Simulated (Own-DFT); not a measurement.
# A surface energy from a slab and the bulk: wurtzite AlN, m plane (10-10)

The numbers are computed, not measured, by runs of the plane-wave DFT program Own-DFT (in-house, retired, unreviewed) at fixed positions, with no spin and no spin-orbit coupling.

Limits (not all hold for every row): some atoms lie very close together; k mesh not checked against a denser one.

Both sets of runs: PBE; PseudoDojo norm-conserving scalar-relativistic files; cutoff 42 hartree; Gaussian smearing of 0.01 eV. The slab has 128 atoms in 16 layers, two equal faces of 62.02 Å² as cut, 15 Å of vacuum, a dipole correction along the normal and a 6 x 3 x 1 mesh. The bulk cell has 128 atoms, the same measured lattice constants and a 3 x 3 x 3 mesh. All atoms were moved at random; u is the rms move along one axis. Energies are counted from -174.06 eV for each atom.

```
slab run   u (Å)  E (eV, cell)
       1  0.0195        20.561
       2  0.0202        20.497
       3  0.0470        27.577
       4  0.0481        27.353
       5  0.0491        28.182
       6  0.0500        28.271
       7  0.0502        29.057
       8  0.0515        29.511
       9  0.0515        30.001
      10  0.0531        29.806
      11  0.1000        61.423
      12  0.1020        61.515
```

| bulk run | u (Å) | E (meV/atom) |
|---|---|---|
| 1 | 0.0193 | -3.40 |
| 2 | 0.0198 | -2.73 |
| 3 | 0.0201 | -1.58 |
| 4 | 0.0204 | -0.93 |
| 5 | 0.0211 | 0.11 |
| 6 | 0.0953 | 274.54 |
| 7 | 0.0958 | 303.35 |
| 8 | 0.0994 | 291.42 |
| 9 | 0.1048 | 327.60 |
| 10 | 0.1075 | 332.54 |

Question: what is the energy of the unrelaxed surface?

## Answer

Take each set to u = 0 with E = a + b u². Residuals are scaled by 1/(u² + 0.0006 Å²) to tame the large moves. Slab: a = 18.90 ± 0.13 eV. Bulk: a = -14.6 ± 0.6 meV/atom. The excess is 18.90 - 128 x (-0.0146) = 20.76 ± 0.15 eV. Over two faces that is 167 meV/Å², or 2.68 ± 0.02 J/m². Relaxing the faces would lower the energy, and the unlike meshes and the reach from the smallest u down to zero add errors that aren't counted here.
